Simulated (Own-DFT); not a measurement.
Simulation results for GaN (wurtzite, atoms displaced)

All values are calculated (Own-DFT development build). A calculation, not a measurement: plane-wave PBE density functional theory by an unreviewed code, no spin, of a simulated periodic cell, stress positive in tension, free energy of the whole cell less one offset for each atom, forces on such cells passed a denser k mesh, this cell's mesh not checked; offsets are fitted by least squares, one for each functional and potential file, so energies compare only between cells with the same atoms and settings and are not formation energies; the far tail of each file's local potential was reset to the Coulomb form; each entry is a single point on an unrelaxed cell, so the pressure reflects the starting lattice, mostly measured values (interpolated for alloys), from which strain is counted, and rises with the displacements; printed positions are rounded, which can move forces by about a meV/angstrom; the program, named Own-DFT, is a retired in-house code; no spin-orbit coupling.

Common to all runs: functional PBE; potential files PseudoDojo norm-conserving, scalar-relativistic, standard set; wave cutoff 42 hartree; occupations Fermi-Dirac; smearing width 0.1 eV; hardware one NVIDIA H200; k mesh 3 x 4 x 3 centred on Gamma.

(1) GaN (wurtzite, atoms displaced)

```cif
# cell vector a (Å): 12.7560 0.0000 0.0000
# cell vector b (Å): -4.7835 8.2853 0.0000
# cell vector c (Å): 0.0000 0.0000 10.3700
data_GaN
_symmetry_space_group_name_H-M 'P 1'
_symmetry_Int_Tables_number 1
_cell_length_a 12.7560
_cell_length_b 9.5670
_cell_length_c 10.3700
_cell_angle_alpha 90.000
_cell_angle_beta 90.000
_cell_angle_gamma 120.000
_cell_volume 1095.98
loop_
_atom_site_label
_atom_site_type_symbol
_atom_site_fract_x
_atom_site_fract_y
_atom_site_fract_z
_atom_site_occupancy
Ga1 Ga 0.08337 0.22412 0.99890 1
Ga2 Ga 0.16865 0.10919 0.24636 1
N1 N 0.08180 0.22109 0.18960 1
N2 N 0.16689 0.11077 0.43905 1
Ga3 Ga 0.08206 0.22120 0.50128 1
Ga4 Ga 0.16393 0.10805 0.75229 1
N3 N 0.08127 0.22148 0.68679 1
N4 N 0.16692 0.11034 0.93788 1
Ga5 Ga 0.08449 0.55351 0.99950 1
Ga6 Ga 0.16640 0.44402 0.24626 1
N5 N 0.08427 0.55659 0.18762 1
N6 N 0.16737 0.44211 0.44004 1
Ga7 Ga 0.08120 0.55417 0.49665 1
Ga8 Ga 0.16597 0.44596 0.74923 1
N7 N 0.08441 0.55486 0.68706 1
N8 N 0.17049 0.44382 0.93898 1
Ga9 Ga 0.08256 0.88475 0.00296 1
Ga10 Ga 0.16700 0.78089 0.24940 1
N9 N 0.08201 0.88914 0.19041 1
N10 N 0.16233 0.77175 0.44121 1
Ga11 Ga 0.08415 0.88907 0.50056 1
Ga12 Ga 0.16608 0.78039 0.74888 1
N11 N 0.08291 0.88612 0.69046 1
N12 N 0.16796 0.77858 0.93912 1
Ga13 Ga 0.32967 0.21901 0.00092 1
Ga14 Ga 0.41601 0.10837 0.24960 1
N13 N 0.33506 0.22318 0.18769 1
N14 N 0.41624 0.10823 0.43894 1
Ga15 Ga 0.32904 0.21929 0.49770 1
Ga16 Ga 0.41538 0.10992 0.74970 1
N15 N 0.33460 0.22383 0.68749 1
N16 N 0.41961 0.11349 0.93994 1
Ga17 Ga 0.32931 0.55106 0.99948 1
Ga18 Ga 0.42022 0.45001 0.25021 1
N17 N 0.33293 0.55495 0.18821 1
N18 N 0.41681 0.44430 0.43678 1
Ga19 Ga 0.33561 0.56086 0.49742 1
Ga20 Ga 0.41656 0.44683 0.74785 1
N19 N 0.33405 0.56097 0.68843 1
N20 N 0.41965 0.44240 0.94208 1
Ga21 Ga 0.33273 0.88867 0.00257 1
Ga22 Ga 0.41366 0.77652 0.25199 1
N21 N 0.33259 0.88581 0.18693 1
N22 N 0.41579 0.77664 0.43933 1
Ga23 Ga 0.33305 0.88571 0.50439 1
Ga24 Ga 0.41829 0.78225 0.74936 1
N23 N 0.33168 0.88728 0.68709 1
N24 N 0.41811 0.77973 0.93729 1
Ga25 Ga 0.58447 0.22406 0.99872 1
Ga26 Ga 0.66824 0.11555 0.24917 1
N25 N 0.58262 0.21941 0.18846 1
N26 N 0.66909 0.11225 0.43509 1
Ga27 Ga 0.58539 0.22284 0.49927 1
Ga28 Ga 0.66835 0.10988 0.75046 1
N27 N 0.58764 0.22694 0.68966 1
N28 N 0.67152 0.11185 0.93902 1
Ga29 Ga 0.58317 0.55845 0.00115 1
Ga30 Ga 0.66539 0.44761 0.24619 1
N29 N 0.58236 0.55527 0.18734 1
N30 N 0.66877 0.44498 0.43585 1
Ga31 Ga 0.58583 0.55600 0.49812 1
Ga32 Ga 0.66743 0.44362 0.75007 1
N31 N 0.58277 0.56057 0.68488 1
N32 N 0.66703 0.44428 0.93826 1
Ga33 Ga 0.58298 0.88698 0.99647 1
Ga34 Ga 0.66632 0.77567 0.24739 1
N33 N 0.58015 0.88926 0.19246 1
N34 N 0.66636 0.78027 0.43907 1
Ga35 Ga 0.58331 0.88723 0.49959 1
Ga36 Ga 0.66440 0.77825 0.74992 1
N35 N 0.58218 0.88850 0.68637 1
N36 N 0.66924 0.77786 0.93716 1
Ga37 Ga 0.82929 0.22105 0.00143 1
Ga38 Ga 0.91765 0.11249 0.24700 1
N37 N 0.83370 0.22378 0.18762 1
N38 N 0.91833 0.11356 0.43769 1
Ga39 Ga 0.83235 0.22260 0.49896 1
Ga40 Ga 0.91888 0.11176 0.74931 1
N39 N 0.83682 0.22743 0.68841 1
N40 N 0.91622 0.10656 0.93460 1
Ga41 Ga 0.83136 0.55573 0.00000 1
Ga42 Ga 0.91794 0.44566 0.25046 1
N41 N 0.83531 0.55588 0.19124 1
N42 N 0.91841 0.44898 0.43519 1
Ga43 Ga 0.83638 0.55650 0.49922 1
Ga44 Ga 0.91740 0.44408 0.75007 1
N43 N 0.83088 0.55436 0.69053 1
N44 N 0.91659 0.44381 0.93826 1
Ga45 Ga 0.83331 0.88740 0.99851 1
Ga46 Ga 0.91678 0.78025 0.24777 1
N45 N 0.83475 0.88993 0.18620 1
N46 N 0.91303 0.77523 0.43576 1
Ga47 Ga 0.83199 0.88885 0.49925 1
Ga48 Ga 0.91822 0.77841 0.75067 1
N47 N 0.83412 0.88610 0.68593 1
N48 N 0.91603 0.77714 0.93667 1
```

The calculation gives: free energy of cell above offsets 19.033 eV; pressure 5.93 GPa; stress xx -6.01 GPa; stress yy -5.67 GPa; stress zz -6.11 GPa; stress yz -0.01 GPa; stress xz -0.34 GPa; stress xy -0.58 GPa; wall time 1091 s.

Force:
```tsv
element	x (eV/Å)	y (eV/Å)	z (eV/Å)
Ga	-0.081	-0.726	0.163
Ga	-0.481	0.658	0.682
N	0.594	0.074	-0.582
N	-0.439	-0.4	-0.478
Ga	0.235	0.148	-0.436
Ga	0.302	0.55	-0.564
N	0.74	0.206	0.503
N	-0.376	-0.343	0.401
Ga	-0.391	0.135	-0.084
Ga	0.083	-0.083	0.921
N	-0.039	0.123	-0.008
N	-0.253	0.352	-0.543
Ga	0.735	-0.478	0.512
Ga	0.472	-0.109	-0.255
N	-0.498	0.356	0.122
N	-1.138	-0.217	-0.465
Ga	-0.283	0.272	-0.496
Ga	0.144	-0.557	0.45
N	0.365	-0.071	-0.367
N	0.501	1.041	-0.598
Ga	-0.568	-0.24	-0.164
Ga	0.504	-0.762	0.317
N	-0.262	0.485	-0.451
N	-0.079	-0.258	-0.132
Ga	0.842	0.406	-0.223
Ga	0.096	0.193	0.171
N	-0.075	-0.003	0.261
N	-0.08	0.023	0.022
Ga	0.901	0.512	0.272
Ga	0.32	0.453	0.049
N	-0.458	-0.295	0.112
N	-0.46	-0.511	-0.267
Ga	1.478	0.907	0.101
Ga	-0.581	-0.817	0.015
N	0.006	0.09	-0.085
N	0.101	0.098	0.213
Ga	-0.02	-1.126	0.499
Ga	0.076	-0.054	0.343
N	0.076	-0.412	-0.061
N	-0.94	0.152	-0.669
Ga	0.428	0.239	-0.684
Ga	0.44	0.001	-0.225
N	-0.412	0.28	0.502
N	0.018	0.605	-0.154
Ga	-0.457	0.205	-0.936
Ga	-0.218	-0.45	0.219
N	0.062	0.379	0.654
N	-0.268	-0.416	0.123
Ga	0.196	-0.288	0.207
Ga	0.105	-0.631	-0.061
N	-0.289	0.655	-0.251
N	-0.376	-0.256	0.608
Ga	-0.232	0.009	0.004
Ga	0	0.473	-0.204
N	-0.348	-1.023	-0.223
N	-1.307	-0.537	-0.346
Ga	0.389	-0.401	-0.491
Ga	0.804	-0.634	0.484
N	0.212	0.375	-0.051
N	-0.138	-0.037	0.05
Ga	-0.265	-0.104	0.012
Ga	-0.716	0.59	-0.026
N	0.484	-0.641	0.495
N	-0.296	0.235	0.164
Ga	0.016	0.212	0.95
Ga	-0.333	0.821	0.435
N	0.602	-0.099	-0.786
N	0.262	-0.433	-0.585
Ga	-0.198	0.472	-0.368
Ga	0.753	0.044	-0.339
N	0.143	0.462	0.237
N	-0.548	-0.038	0.108
Ga	1.496	0.405	-0.224
Ga	-0.324	-0.178	0.529
N	0.162	-0.009	0.116
N	-0.347	-0.3	-0.194
Ga	0.449	0.281	0.056
Ga	-0.59	-0.428	-0.281
N	-0.138	-0.893	-0.259
N	-0.252	0.73	0.706
Ga	0.591	-0.054	0.14
Ga	0.019	-0.046	-0.39
N	-0.538	0.13	-0.713
N	-0.016	-0.835	0.438
Ga	-0.669	0.004	0.237
Ga	-0.16	0.466	0.077
N	0.752	0.311	-0.475
N	0.104	0.104	0.191
Ga	0.184	0.285	-0.04
Ga	-0.093	-0.457	0.486
N	-0.427	-0.102	0.029
N	0.522	0.619	0.3
Ga	0.277	0.16	-0.107
Ga	-0.459	-0.42	-0.262
N	-0.473	0.388	0.417
N	0.349	-0.006	0.495
```

(2) GaN (wurtzite, atoms displaced)

```cif
# cell vector a (Å): 12.7560 0.0000 0.0000
# cell vector b (Å): -4.7835 8.2853 0.0000
# cell vector c (Å): 0.0000 0.0000 10.3700
data_GaN
_symmetry_space_group_name_H-M 'P 1'
_symmetry_Int_Tables_number 1
_cell_length_a 12.7560
_cell_length_b 9.5670
_cell_length_c 10.3700
_cell_angle_alpha 90.000
_cell_angle_beta 90.000
_cell_angle_gamma 120.000
_cell_volume 1095.98
loop_
_atom_site_label
_atom_site_type_symbol
_atom_site_fract_x
_atom_site_fract_y
_atom_site_fract_z
_atom_site_occupancy
Ga1 Ga 0.08154 0.22215 0.00097 1
Ga2 Ga 0.16552 0.10661 0.25122 1
N1 N 0.08234 0.22122 0.18690 1
N2 N 0.16655 0.10673 0.43970 1
Ga3 Ga 0.08261 0.22539 0.49688 1
Ga4 Ga 0.16938 0.11209 0.75222 1
N3 N 0.08402 0.22586 0.69021 1
N4 N 0.16822 0.11138 0.93623 1
Ga5 Ga 0.08300 0.55498 0.00055 1
Ga6 Ga 0.16556 0.44200 0.24941 1
N5 N 0.07868 0.55671 0.18863 1
N6 N 0.16658 0.44587 0.43772 1
Ga7 Ga 0.08395 0.55439 0.49814 1
Ga8 Ga 0.16474 0.44234 0.74824 1
N7 N 0.08516 0.55283 0.69051 1
N8 N 0.16830 0.44946 0.93967 1
Ga9 Ga 0.08395 0.88924 0.00179 1
Ga10 Ga 0.16754 0.77898 0.25121 1
N9 N 0.08258 0.88668 0.19251 1
N10 N 0.16696 0.77604 0.43731 1
Ga11 Ga 0.08386 0.88908 0.50081 1
Ga12 Ga 0.16684 0.77600 0.75109 1
N11 N 0.08327 0.88956 0.68757 1
N12 N 0.16642 0.77875 0.93715 1
Ga13 Ga 0.33270 0.22197 0.99927 1
Ga14 Ga 0.41753 0.11490 0.24868 1
N13 N 0.32947 0.21708 0.18701 1
N14 N 0.41468 0.11188 0.43814 1
Ga15 Ga 0.33092 0.22002 0.49901 1
Ga16 Ga 0.41884 0.11230 0.74977 1
N15 N 0.33368 0.22244 0.68740 1
N16 N 0.41813 0.11128 0.93968 1
Ga17 Ga 0.33536 0.56143 0.99839 1
Ga18 Ga 0.41791 0.44114 0.25264 1
N17 N 0.32972 0.55495 0.18864 1
N18 N 0.41329 0.44476 0.43529 1
Ga19 Ga 0.33523 0.55876 0.49855 1
Ga20 Ga 0.41712 0.44178 0.75142 1
N19 N 0.33073 0.55344 0.68910 1
N20 N 0.41683 0.44208 0.93927 1
Ga21 Ga 0.33385 0.89053 0.00172 1
Ga22 Ga 0.41543 0.77878 0.25294 1
N21 N 0.33569 0.89198 0.18581 1
N22 N 0.41559 0.77774 0.43450 1
Ga23 Ga 0.33379 0.88919 0.49873 1
Ga24 Ga 0.41620 0.77677 0.74972 1
N23 N 0.33035 0.88914 0.68857 1
N24 N 0.41664 0.77738 0.93935 1
Ga25 Ga 0.58088 0.22032 0.99860 1
Ga26 Ga 0.66752 0.10799 0.24803 1
N25 N 0.58029 0.21694 0.19071 1
N26 N 0.66208 0.10950 0.43764 1
Ga27 Ga 0.58250 0.21772 0.49998 1
Ga28 Ga 0.66675 0.10995 0.74757 1
N27 N 0.58458 0.22221 0.69116 1
N28 N 0.66382 0.10787 0.94205 1
Ga29 Ga 0.58684 0.55757 0.99919 1
Ga30 Ga 0.66717 0.44674 0.25141 1
N29 N 0.58056 0.55230 0.18842 1
N30 N 0.66516 0.44381 0.43790 1
Ga31 Ga 0.58649 0.55948 0.50182 1
Ga32 Ga 0.66655 0.43996 0.75445 1
N31 N 0.58041 0.55324 0.68634 1
N32 N 0.66601 0.44507 0.94062 1
Ga33 Ga 0.58654 0.89089 0.99845 1
Ga34 Ga 0.66628 0.77627 0.25107 1
N33 N 0.58526 0.88647 0.18797 1
N34 N 0.66900 0.77821 0.43885 1
Ga35 Ga 0.58607 0.89041 0.50060 1
Ga36 Ga 0.66707 0.77839 0.75080 1
N35 N 0.58214 0.89025 0.68761 1
N36 N 0.66394 0.77728 0.94047 1
Ga37 Ga 0.83668 0.22604 0.99803 1
Ga38 Ga 0.91399 0.10807 0.25052 1
N37 N 0.83038 0.22369 0.18788 1
N38 N 0.91766 0.10808 0.43791 1
Ga39 Ga 0.83108 0.22423 0.49736 1
Ga40 Ga 0.91636 0.11438 0.75166 1
N39 N 0.83353 0.22254 0.68873 1
N40 N 0.91557 0.10650 0.93562 1
Ga41 Ga 0.83014 0.55142 0.99905 1
Ga42 Ga 0.91513 0.44013 0.25125 1
N41 N 0.83427 0.55894 0.18660 1
N42 N 0.91525 0.44373 0.44054 1
Ga43 Ga 0.83101 0.54994 0.49942 1
Ga44 Ga 0.91820 0.44625 0.75022 1
N43 N 0.83328 0.55618 0.68852 1
N44 N 0.91908 0.44382 0.93964 1
Ga45 Ga 0.83656 0.89379 0.99877 1
Ga46 Ga 0.91344 0.77506 0.24999 1
N45 N 0.83248 0.89018 0.18951 1
N46 N 0.91739 0.77575 0.44087 1
Ga47 Ga 0.83341 0.88731 0.50247 1
Ga48 Ga 0.91706 0.77566 0.74984 1
N47 N 0.83108 0.88935 0.68565 1
N48 N 0.91763 0.77918 0.93829 1
```

The calculation gives: free energy of cell above offsets 19.096 eV; pressure 5.98 GPa; stress xx -5.33 GPa; stress yy -6.22 GPa; stress zz -6.38 GPa; stress yz 0.09 GPa; stress xz 0.37 GPa; stress xy -0.32 GPa; wall time 1116 s.

Force:
```tsv
element	x (eV/Å)	y (eV/Å)	z (eV/Å)
Ga	0.65	0.383	-0.467
Ga	-0.315	0.319	-0.014
N	-0.134	-0.365	0.411
N	-0.701	0.643	-0.222
Ga	0.617	-0.437	0.669
Ga	-0.552	-0.1	-0.684
N	0.136	-0.927	-0.493
N	-0.514	-0.049	0.705
Ga	0.221	0.557	0.188
Ga	-0.353	0.403	-0.257
N	0.822	-0.235	0.161
N	0.185	-0.13	-0.114
Ga	-0.216	0.249	0.485
Ga	0.529	0.279	0.724
N	-0.884	0.46	-0.659
N	0.008	-0.775	-0.222
Ga	0.027	-0.016	0.017
Ga	0.185	-0.178	-0.305
N	-0.306	0.015	-0.604
N	-0.078	0.087	0.338
Ga	0.055	-0.448	-0.011
Ga	-0.39	0.105	-0.224
N	0.151	-0.139	0.311
N	0.109	-0.071	0.47
Ga	0.125	0.021	0.142
Ga	-0.157	-0.562	0.233
N	0.141	0.554	0.153
N	0.453	-0.08	0.031
Ga	0.13	0.516	0.199
Ga	-0.508	-0.321	0.109
N	0.247	-0.113	0.075
N	-0.51	-0.028	-0.463
Ga	0.209	-0.898	0.525
Ga	-1.091	0.088	-0.909
N	0.779	0.106	-0.02
N	0.856	-0.048	0.877
Ga	-0.269	-0.336	0.324
Ga	-0.588	0.239	-0.133
N	0.558	0.254	-0.259
N	0.024	0.524	0.001
Ga	0.046	-0.312	-0.499
Ga	0.382	-0.203	-1.25
N	-0.354	-0.241	0.706
N	0.458	0.399	1.143
Ga	-0.237	0.015	0.218
Ga	-0.414	-0.072	0.102
N	0.801	0.104	-0.175
N	0.123	0.733	-0.366
Ga	0.386	0.058	0.798
Ga	-0.848	-0.114	-0.009
N	0.542	0.927	-0.427
N	1.023	0.013	-0.101
Ga	-0.94	0.666	0.072
Ga	0.082	0.087	0.784
N	-0.012	-0.091	-0.509
N	0.599	0.957	-0.855
Ga	-1.008	-0.239	0.388
Ga	0.125	-0.595	-0.442
N	0.465	0.368	-0.064
N	0.143	-0.259	0.303
Ga	-0.594	-0.738	-0.398
Ga	-0.369	0.758	-0.723
N	0.731	0.251	0.729
N	0.272	-0.432	-0.252
Ga	-0.809	-0.494	0.604
Ga	-0.065	-0.194	-0.208
N	-0.521	-0.013	0.134
N	-0.38	0.114	-0.041
Ga	-0.419	-0.485	-0.283
Ga	-0.209	-0.289	-0.076
N	0.29	-0.319	0.053
N	1.053	0.154	-0.538
Ga	-0.508	-0.822	0.212
Ga	0.152	0.511	-0.075
N	0.867	-0.326	-0.122
N	-0.867	0.381	0.063
Ga	0.592	-0.73	0.384
Ga	0.527	-0.447	-0.873
N	-0.288	0.187	-0.252
N	-0.248	1.048	0.505
Ga	0.649	0.709	0.178
Ga	-0.411	0.795	-0.124
N	-0.101	-0.844	0.24
N	0.324	-0.068	-0.387
Ga	-0.28	0.777	0.203
Ga	0.034	-0.076	-0.099
N	-0.013	-0.476	0.162
N	-0.722	0.18	-0.419
Ga	-0.305	-1.171	0.372
Ga	0.366	0.483	0.376
N	0.156	-0.336	-0.417
N	-0.318	-0.212	-0.295
Ga	0.395	0.083	-0.49
Ga	-0.303	0.623	-0.119
N	0.436	0.068	0.985
N	-0.135	-0.394	0.088
```
